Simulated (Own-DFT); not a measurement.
InAs (zincblende, strongly disordered by large displacements) (calculated)

All values are calculated (Own-DFT development build). A calculation, not a measurement: plane-wave PBE density functional theory by an unreviewed code, no spin, of a simulated periodic cell, stress positive in tension, free energy of the whole cell less one offset for each atom, forces on such cells passed a denser k mesh, this cell's mesh not checked; broken bonds can close the gap or carry spin, so checks made on this kind of crystal may not hold here; offsets are fitted by least squares, one for each functional and potential file, so energies compare only between cells with the same atoms and settings and are not formation energies; the far tail of each file's local potential was reset to the Coulomb form; each entry is a single point on an unrelaxed cell, so the pressure reflects the starting lattice, mostly measured values (interpolated for alloys), from which strain is counted, and rises with the displacements; printed positions are rounded, which can move forces by about a meV/angstrom; the program, named Own-DFT, is a retired in-house code; no spin-orbit coupling.

Entry: InAs (zincblende, strongly disordered by large displacements)

```
InAs
1.0
     12.1166     0.0000     0.0000
      0.0000    12.1166     0.0000
      0.0000     0.0000    12.1166
In As In As In As In As In As In As In As In As
4 4 4 4 4 4 4 4 4 4 4 4 4 4 4 4
Direct
  0.00459 0.02749 0.96878
  0.98179 0.19586 0.28682
  0.26983 0.95817 0.27891
  0.18007 0.28150 0.01339
  0.12069 0.15895 0.12311
  0.11179 0.36566 0.38684
  0.39473 0.12481 0.34421
  0.40719 0.35220 0.15060
  0.99427 0.05319 0.55749
  0.01354 0.21045 0.74885
  0.26852 0.02097 0.78078
  0.29702 0.27036 0.49039
  0.14016 0.13573 0.60737
  0.09485 0.35132 0.86923
  0.34736 0.14818 0.87126
  0.34201 0.35906 0.63424
  0.00625 0.50210 0.03291
  0.94168 0.81314 0.27757
  0.26800 0.47514 0.22487
  0.26474 0.75510 0.01628
  0.13694 0.55913 0.13415
  0.13170 0.86558 0.35791
  0.39963 0.63213 0.34770
  0.38191 0.89334 0.16136
  0.97307 0.44954 0.47888
  0.95212 0.74817 0.73266
  0.30282 0.49263 0.76137
  0.24447 0.76340 0.48525
  0.11847 0.61431 0.66503
  0.12238 0.85079 0.81504
  0.38541 0.58869 0.88193
  0.37413 0.87020 0.60955
  0.51319 0.96187 0.01883
  0.48809 0.24364 0.25994
  0.70923 0.01335 0.27221
  0.79691 0.23997 0.96398
  0.59822 0.08984 0.10149
  0.59702 0.31474 0.37489
  0.85417 0.10626 0.39924
  0.85990 0.38138 0.13318
  0.50258 0.99154 0.50376
  0.51651 0.26897 0.72550
  0.74728 0.94645 0.76573
  0.76641 0.25204 0.50824
  0.57812 0.14209 0.58519
  0.61283 0.37959 0.87774
  0.84963 0.08349 0.91018
  0.84459 0.41673 0.58974
  0.56037 0.52205 0.99715
  0.47191 0.74452 0.23488
  0.75662 0.50186 0.26386
  0.76448 0.70786 0.98353
  0.66176 0.62961 0.10147
  0.62410 0.91252 0.38696
  0.88823 0.66080 0.41404
  0.91031 0.88131 0.11960
  0.46770 0.44054 0.48422
  0.48477 0.71746 0.78353
  0.78681 0.45940 0.74920
  0.76414 0.83295 0.55760
  0.61442 0.59426 0.61552
  0.56903 0.86575 0.83460
  0.90766 0.64274 0.88544
  0.94274 0.86613 0.60391
```

- functional: PBE
- potential files: PseudoDojo norm-conserving, scalar-relativistic, standard set
- wave cutoff: 42 hartree
- occupations: Fermi-Dirac
- smearing width: 0.1 eV
- hardware: one NVIDIA H200
- k mesh: 3 x 3 x 3 centred on Gamma
- free energy of cell above offsets: 42.307 eV
- pressure: 17.29 GPa
- stress xx: -16.59 GPa
- stress yy: -16.53 GPa
- stress zz: -18.76 GPa
- stress yz: 0.02 GPa
- stress xz: 0.43 GPa
- stress xy: -3.98 GPa
- wall time: 1500 s

Force:
```
element  x (eV/Å)  y (eV/Å)  z (eV/Å)
     In     8.489    -3.523     3.344
     In     2.614     2.715     -2.43
     In    -2.576     6.213     3.216
     In     6.202     2.903    -0.555
     As    -2.691    -7.199     5.572
     As     3.533    -2.193    -2.681
     As    -6.042     -6.83     5.776
     As    -3.324     5.176    -7.639
     In    -5.614    -2.823    -2.964
     In    -1.449     0.016     0.445
     In    -3.702    -6.396    -4.863
     In    -3.883    -5.263    -7.209
     As     7.641     3.176     1.539
     As    -1.913     4.453    -4.135
     As     4.307     5.763     4.549
     As     2.558     1.571     4.715
     In    -5.476    -2.819     -4.88
     In     1.416    -3.432     6.073
     In     3.175    -1.568     4.012
     In    -1.254    -0.659    -0.614
     As     1.901     6.734     1.267
     As      -4.3    -0.798     1.526
     As    -4.012    -6.088     5.981
     As     2.748    -1.186     -7.25
     In     4.696     4.525    -3.371
     In     1.691    -4.325     3.639
     In    -6.302    -1.383     -3.19
     In     0.403    -2.289     1.422
     As     1.053    -0.034    -1.165
     As     1.489     1.026      2.01
     As     1.504     2.671     8.064
     As    -0.295    -0.102     1.933
     In    -3.437    -4.955    -5.087
     In     3.492    -3.112    -5.884
     In     3.796     3.959    -6.427
     In    -3.868     8.599      3.46
     As     5.046     7.376     4.075
     As      7.32     4.588     5.625
     As    -0.642    -1.983     0.849
     As     0.647    -1.949    -0.728
     In     -4.41    -0.872     0.376
     In    -1.135     -0.12      1.71
     In      0.24     0.909    -0.316
     In    -2.254    -0.786     0.311
     As     3.625     2.787     1.418
     As     2.575    -2.838    -1.766
     As    -4.862    -4.637    -6.266
     As    -3.234    -2.902    -0.782
     In    -4.619    -2.333     -1.09
     In      5.81     1.762    -3.201
     In    -0.676     0.801     1.556
     In     1.578       6.2    -2.747
     As    -2.577     0.607     9.461
     As    -0.904    -8.052     2.667
     As    -1.029    -0.801      0.08
     As    -2.452     2.871    -7.137
     In     1.566     3.069    -0.246
     In    -0.848    -3.498    -5.431
     In    -3.514     3.155     7.947
     In    -5.303    -1.912     -2.63
     As    -0.003     0.575     0.583
     As     2.599     5.238     2.982
     As     1.843    -4.097    -0.474
     As     3.038     4.319    -5.021
```
